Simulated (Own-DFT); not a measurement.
Simulation results for Hf$_{36}$O$_{71}$ (tetragonal hafnia with one neutral oxygen vacancy, atoms displaced)

A calculation, not a measurement: plane-wave PBE and HSE06 DFT by an unreviewed code, no spin, of a simulated cell at Gamma alone, so results move with cell size and shape, stress positive in tension, energies less offsets, not probed for a lower state with spin; hafnium file: forces about 75 meV/angstrom off all-electron values; oxygen file: force components 24 meV/angstrom off all-electron in a glass; k mesh not checked against a denser one; forces and stress are PBE's, HSE06 gives the energy alone, and its difference from PBE has offsets of its own; offsets are fitted by least squares, one for each functional and potential file, so energies compare only between cells with the same atoms and settings and are not formation energies; the far tail of each file's local potential was reset to the Coulomb form; each entry is a single point on an unrelaxed cell, so the pressure reflects the starting lattice, taken from the Materials Project, from which strain is counted, and rises with the displacements; printed positions are rounded, which can move forces by about a meV/angstrom; the program is a retired in-house code; no spin-orbit coupling. Program: Own-DFT development build.

```json
{"formula": "Hf36O71", "kind": "tetragonal hafnia with one neutral oxygen vacancy, atoms displaced", "structure": {"cell_angstrom": [[10.78, 0.0, 0.0], [0.0, 10.78, 0.0], [0.0, 0.0, 10.4493]], "atoms_fractional": [["Hf", 0.99865, 0.99966, 0.00214], ["Hf", 0.16821, 0.16583, 0.24867], ["O", 0.99805, 0.16147, 0.15536], ["O", 0.16403, 0.99582, 0.35088], ["O", 0.9976, 0.16713, 0.3986], ["O", 0.16267, 0.00407, 0.09873], ["Hf", 0.99677, 0.0009, 0.50368], ["Hf", 0.17119, 0.16646, 0.75625], ["O", 0.99817, 0.16765, 0.6532], ["O", 0.16578, 0.9993, 0.84758], ["O", 0.00147, 0.16519, 0.90415], ["O", 0.1673, 0.99844, 0.59682], ["Hf", 0.99306, 0.33358, 0.99499], ["Hf", 0.16883, 0.50254, 0.24869], ["O", 0.16703, 0.33699, 0.343], ["O", 0.99825, 0.49752, 0.4033], ["O", 0.16482, 0.3358, 0.10134], ["Hf", 0.99986, 0.33058, 0.49879], ["Hf", 0.16429, 0.49819, 0.75197], ["O", 0.00103, 0.50132, 0.6538], ["O", 0.16705, 0.33096, 0.84515], ["O", 0.00105, 0.49879, 0.8956], ["O", 0.16884, 0.33425, 0.59958], ["Hf", 0.9984, 0.66417, 0.00033], ["Hf", 0.16402, 0.83019, 0.24465], ["O", 0.00114, 0.83347, 0.1516], ["O", 0.16494, 0.6642, 0.34691], ["O", 0.99984, 0.83765, 0.40343], ["O", 0.16544, 0.66646, 0.10001], ["Hf", 0.99587, 0.66826, 0.50267], ["Hf", 0.16512, 0.83495, 0.75554], ["O", 0.99251, 0.832, 0.65496], ["O", 0.16374, 0.66548, 0.84415], ["O", 0.0022, 0.83254, 0.89872], ["O", 0.16178, 0.66797, 0.59349], ["Hf", 0.32981, 0.99816, 0.9921], ["Hf", 0.49787, 0.16605, 0.24714], ["O", 0.32941, 0.16882, 0.15104], ["O", 0.49824, 0.00286, 0.35035], ["O", 0.33472, 0.16891, 0.40516], ["O", 0.49866, 0.00304, 0.0893], ["Hf", 0.3321, 0.99408, 0.49911], ["Hf", 0.50168, 0.16065, 0.74934], ["O", 0.33388, 0.1657, 0.64969], ["O", 0.49686, 0.99414, 0.84681], ["O", 0.33638, 0.165, 0.89723], ["O", 0.50137, 0.00022, 0.59927], ["Hf", 0.33016, 0.33263, 0.0001], ["Hf", 0.50579, 0.49409, 0.25177], ["O", 0.33537, 0.50229, 0.15057], ["O", 0.5025, 0.32797, 0.35092], ["O", 0.33529, 0.49839, 0.40051], ["O", 0.49651, 0.33492, 0.0979], ["Hf", 0.33082, 0.33272, 0.50338], ["Hf", 0.50241, 0.49633, 0.74759], ["O", 0.33242, 0.50403, 0.64629], ["O", 0.49805, 0.33622, 0.84867], ["O", 0.33553, 0.5034, 0.90201], ["O", 0.49836, 0.33364, 0.59915], ["Hf", 0.33429, 0.67128, 0.99821], ["Hf", 0.49656, 0.83861, 0.24802], ["O", 0.33787, 0.82857, 0.15569], ["O", 0.49945, 0.66554, 0.34812], ["O", 0.3324, 0.82925, 0.40021], ["O", 0.50077, 0.66058, 0.09741], ["Hf", 0.33142, 0.66934, 0.50249], ["Hf", 0.50267, 0.83019, 0.7529], ["O", 0.33014, 0.83521, 0.6542], ["O", 0.50041, 0.6677, 0.8521], ["O", 0.33315, 0.83262, 0.90394], ["O", 0.5015, 0.666, 0.6011], ["Hf", 0.66708, 0.99583, 0.9969], ["Hf", 0.82763, 0.17257, 0.24794], ["O", 0.66322, 0.17215, 0.15435], ["O", 0.83276, 0.99815, 0.34036], ["O", 0.66429, 0.16009, 0.39871], ["O", 0.83566, 0.99797, 0.09291], ["Hf", 0.66538, 0.99727, 0.49977], ["Hf", 0.83194, 0.16712, 0.7472], ["O", 0.66353, 0.17171, 0.6541], ["O", 0.8323, 0.00316, 0.85063], ["O", 0.66678, 0.17092, 0.90236], ["O", 0.83995, 0.00031, 0.59984], ["Hf", 0.66581, 0.33286, 0.99922], ["Hf", 0.83428, 0.50327, 0.25114], ["O", 0.67462, 0.49918, 0.15294], ["O", 0.83155, 0.33655, 0.34322], ["O", 0.6674, 0.49386, 0.40034], ["O", 0.83515, 0.33168, 0.09416], ["Hf", 0.66567, 0.33773, 0.50309], ["Hf", 0.83512, 0.50646, 0.74821], ["O", 0.6709, 0.50211, 0.65229], ["O", 0.83691, 0.3324, 0.84936], ["O", 0.66597, 0.50316, 0.90577], ["O", 0.83342, 0.3359, 0.59948], ["Hf", 0.66699, 0.6684, 0.99878], ["Hf", 0.83795, 0.83814, 0.25298], ["O", 0.66335, 0.83267, 0.14813], ["O", 0.8365, 0.66996, 0.3488], ["O", 0.6696, 0.83441, 0.40287], ["O", 0.83532, 0.66456, 0.09381], ["Hf", 0.66506, 0.66633, 0.49908], ["Hf", 0.83368, 0.83235, 0.74749], ["O", 0.66426, 0.83119, 0.65162], ["O", 0.83665, 0.66517, 0.84824], ["O", 0.67012, 0.8359, 0.90273], ["O", 0.83068, 0.67017, 0.59754]]}, "settings": {"first_functional": "PBE", "second_functional": "HSE06", "exact_exchange_share": 0.25, "screening [1/bohr]": 0.11, "exchange_divergence": "Gygi-Baldereschi", "potential_files": "PseudoDojo norm-conserving, scalar-relativistic, made for PBE, standard set", "wave_cutoff [hartree]": 48.0, "occupations": "fixed", "k_mesh": "1 x 1 x 1 centred on Gamma"}, "results": {"PBE_energy_of_cell_above_offsets [eV]": "-100.773", "HSE06_less_PBE_above_offsets [eV]": "-0.143", "PBE_pressure [GPa]": 0.89, "PBE_stress_xx [GPa]": -0.66, "PBE_stress_yy [GPa]": -0.53, "PBE_stress_zz [GPa]": -1.49, "PBE_stress_yz [GPa]": -0.29, "PBE_stress_xz [GPa]": 0.87, "PBE_stress_xy [GPa]": -0.05, "force_element": ["Hf", "Hf", "O", "O", "O", "O", "Hf", "Hf", "O", "O", "O", "O", "Hf", "Hf", "O", "O", "O", "Hf", "Hf", "O", "O", "O", "O", "Hf", "Hf", "O", "O", "O", "O", "Hf", "Hf", "O", "O", "O", "O", "Hf", "Hf", "O", "O", "O", "O", "Hf", "Hf", "O", "O", "O", "O", "Hf", "Hf", "O", "O", "O", "O", "Hf", "Hf", "O", "O", "O", "O", "Hf", "Hf", "O", "O", "O", "O", "Hf", "Hf", "O", "O", "O", "O", "Hf", "Hf", "O", "O", "O", "O", "Hf", "Hf", "O", "O", "O", "O", "Hf", "Hf", "O", "O", "O", "O", "Hf", "Hf", "O", "O", "O", "O", "Hf", "Hf", "O", "O", "O", "O", "Hf", "Hf", "O", "O", "O", "O"], "force_x [eV/angstrom]": [-0.187, -1.052, -0.065, 0.634, -0.069, 1.328, 1.727, -0.565, 0.7, 0.517, 0.207, -0.563, 0.998, 0.004, -0.115, -0.218, -0.468, 0.351, 0.819, -0.423, 0.308, 0.068, -0.888, 0.385, 0.374, -0.346, -0.092, -0.28, -0.008, 0.673, -0.705, 1.573, 0.334, -0.093, 0.391, 0.127, -0.239, 0.63, -0.155, -0.417, -0.391, -0.328, -0.74, 0.071, 0.244, -0.326, -0.028, 0.094, -1.114, -0.114, 0.206, 0.082, 0.448, 0.238, -0.996, 0.098, 0.191, -0.434, 0.443, 0.509, 1.149, -1.279, 0.578, 0.264, 0.234, 0.087, -0.513, 0.722, 0.136, -0.447, -0.101, 0.597, 0.985, 0.228, -0.035, 0.618, -1.197, 0.128, 0.355, 0.731, -0.204, -0.401, -2.343, -0.314, 1.249, -1.017, -0.072, -0.177, -0.376, -0.165, 0.371, -0.646, -0.227, 0.112, -0.032, -0.535, -0.709, 0.47, -0.281, -0.179, -0.096, -0.642, -0.403, 0.515, -0.227, -0.175, -0.093], "force_y [eV/angstrom]": [0.324, 0.118, 0.237, 0.418, -0.05, -0.626, 0.55, -0.013, 0.09, 0.112, -0.096, -0.081, -0.206, -0.534, -0.769, 0.463, 0.163, 0.076, 0.234, 0.179, 0.366, 0.167, -0.102, -0.09, 0.097, -0.029, 0.792, -0.779, 0.039, -0.28, -0.689, -0.032, 0.309, 0.286, 0.274, 0.869, 0.45, -0.16, -0.82, -0.834, -0.071, 0.927, 0.854, -0.089, 0.588, -0.048, -0.051, 1.034, 0.726, -0.236, 0.371, 0.301, -0.065, 0.434, 0.489, -0.077, -0.759, -0.45, 0.454, -2.112, -1.226, 0.401, 0.352, 0.637, 0.329, -1.446, -0.443, -0.231, 0.048, 0.317, 0.195, 0.839, -0.49, -0.105, 1.061, 0.786, -0.113, 0.522, 0.23, -0.417, -0.445, -1.003, 0.049, 0.51, 0.233, -0.159, -0.471, 1.488, 0.057, -1.515, -1.358, -0.191, 0.507, -0.61, -0.188, -0.226, -0.69, 0.305, -0.374, -0.203, -0.09, 0.066, 0.518, 0.231, 0.735, -0.753, -0.315], "force_z [eV/angstrom]": [-0.356, 0.707, -0.228, -0.734, 0.814, -0.305, -1.052, -1.587, 0.09, 0.517, -0.157, 0.381, 0.496, -0.328, 0.633, 0.032, -1.041, -0.073, -0.658, -0.345, 0.687, 1.022, -0.071, -0.237, 1.347, -0.278, -0.001, -0.007, -0.589, -0.977, -1.238, -0.418, 0.361, 0.534, 0.337, 1.177, 0.69, -0.387, -0.489, -0.343, 0.647, -0.075, 0.016, 0.683, 0.056, 0.334, -0.113, 0.312, -0.318, 0.322, -0.441, 0.309, 0.018, -0.798, 0.31, 0.998, -0.272, -0.099, 0.249, 1.03, 0.682, -0.994, -0.136, 0.195, -0.266, -0.371, -0.88, 0.096, -0.492, -0.515, -0.241, 0.477, 0.322, -0.685, 0.82, 0.823, 0.492, -0.202, 0.613, -0.335, -0.789, -0.059, 0.071, 0.126, -0.272, 0.018, 0.423, 0.326, 0.476, -0.384, 0.413, -0.289, -0.452, -0.586, -0.488, 0.841, -0.751, 0.488, -0.058, 0.06, 0.405, -0.459, 0.956, 0.084, -0.169, -0.738, 0.323]}}
```
